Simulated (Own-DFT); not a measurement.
# Strain and stress in 2H SiC, 32 atoms (C16Si16)

Calculated results; nothing here was measured. The program, named Own-DFT, is a retired in-house plane-wave density functional code that no person has reviewed. Each row is one single-point run on a periodic cell that was not relaxed, without spin or spin-orbit coupling.

Settings of every run: PBE; PseudoDojo norm-conserving scalar-relativistic files; cutoff 42 hartree; 5 x 5 x 3 k mesh centred on Gamma; Fermi-Dirac smearing of 0.1 eV.

Known limits: forces on such cells passed a denser k mesh, each cell not checked; stress not checked against mesh or cutoff.

Unstrained cell vectors in Å: (6.165, 0.000, 0.000); (-3.083, 5.339, 0.000); (0.000, 0.000, 10.068). The unstrained cell has measured lattice constants (interpolated for alloys), not those of this functional. That, the random moves and any unrelaxed bonds set the pressure at no strain. Each run strains this cell uniformly, with the atoms carried along. Every atom was also moved at random, by a Gaussian of width 0.05 Å on each axis. Strain is the symmetric tensor, in per cent. Stress is positive in tension, and the pressure is minus a third of its trace.

```
run,e_xx (%),e_yy (%),e_zz (%),e_yz (%),e_xz (%),e_xy (%),s_xx (GPa),s_yy (GPa),s_zz (GPa),s_yz (GPa),s_xz (GPa),s_xy (GPa),P (GPa),E (meV/atom)
1,-0.10,-0.03,0.07,-0.56,0.53,-1.27,-9.30,-2.32,-6.22,-2.27,1.27,-5.49,5.95,13.9
2,1.48,-0.40,-1.99,-1.54,0.60,1.33,2.50,-6.88,-18.16,-5.67,2.28,6.71,7.52,9.4
3,0.04,-1.83,1.31,1.11,0.26,-1.53,-3.63,-15.60,0.57,2.09,1.56,-6.93,6.22,4.7
4,-0.10,-0.40,1.93,-1.47,-0.62,1.22,-6.80,-6.27,5.43,-4.23,-4.11,5.44,2.55,1.8
5,-1.96,-1.09,0.07,-1.92,-0.89,-1.85,-19.98,-14.05,-7.68,-9.94,-4.12,-10.29,13.91,55.2
6,1.89,-1.84,-0.51,1.21,-0.86,1.82,3.35,-10.40,-14.46,4.20,-3.42,9.00,7.17,49.3
7,-1.52,0.82,1.38,1.08,1.83,1.07,-14.21,-0.43,0.10,3.04,6.56,6.32,4.85,39.0
8,-1.52,0.66,-1.33,1.70,-0.75,-0.21,-11.51,-3.67,-15.88,6.19,-1.24,1.86,10.35,9.2
9,-1.17,-1.63,-1.27,-0.23,0.83,-0.93,-14.35,-13.90,-16.69,0.30,3.61,-4.41,14.98,7.8
10,-1.06,0.23,1.08,0.76,0.76,-1.66,-10.65,-2.21,-1.83,2.10,2.49,-7.21,4.90,0.0
11,0.08,-1.71,0.15,1.43,1.41,-1.27,-6.40,-12.79,-8.03,5.59,4.85,-5.60,9.07,24.0
12,-1.24,-0.16,-0.39,-1.43,-0.10,0.43,-11.13,-6.72,-11.99,-6.07,0.14,0.95,9.95,19.6
13,-0.16,1.73,-1.33,1.80,-0.98,0.96,-5.02,3.81,-16.54,5.73,-3.94,2.59,5.92,34.6
14,-1.69,-0.74,0.43,1.19,0.22,-1.61,-16.91,-11.86,-4.29,4.76,-0.19,-7.71,11.02,32.2
15,-0.63,1.23,-0.55,1.34,0.46,1.31,-8.77,-0.82,-9.05,4.69,1.30,5.63,6.21,33.0
16,1.76,-0.62,-1.83,-0.67,1.48,-0.29,3.51,-8.45,-18.46,0.26,6.59,-3.27,7.80,19.5
17,-0.55,-1.62,-1.09,1.66,-0.35,1.61,-11.20,-11.40,-15.38,5.20,-0.31,7.02,12.66,9.2
18,-1.07,0.21,-1.67,0.62,1.45,1.64,?,?,?,?,?,?,?,?
```

E is the free energy for each atom above the lowest run shown.

## Worked fit

Each stress component was fitted by least squares to a constant and the strains of the runs shown, as fractions, with shears doubled. Shear strains stay in the fit of a normal stress only where such slopes are resolved. The slopes, in GPa:

```
stress  at no strain  per e_xx  per e_yy  per e_zz  scatter
  s_xx          -5.7  580 ± 40   87 ± 40   13 ± 39     1.69
  s_yy          -4.6  111 ± 41  509 ± 41   45 ± 40     1.76
  s_zz          -7.6   12 ± 34   52 ± 34  625 ± 33     1.45
```

Each shear stress against twice its own strain: yz 180 ± 12, xz 195 ± 11, xy 238 ± 16 GPa. These are stiffnesses along x, y and z of the frame in which the cell vectors are given, which need not be the crystal's axes. The atoms are held to the strained lattice; where symmetry lets them move under strain, relaxing them would lower some slopes. The table should be nearly symmetric about its diagonal, and what it lacks of that shows the noise. A ninth of its sum, 226 ± 9 GPa, estimates the bulk modulus near the mean pressure of these runs, 8.3 GPa, so it lies above the value at zero pressure.

## Withheld run

Question: what normal stresses and pressure should run 18 give?

The fit gives s_xx = -11.9, s_yy = -5.4, s_zz = -18.1 and P = 11.8 GPa. The calculation gave -14.21, -4.28, -18.25 and P = 12.25 GPa.
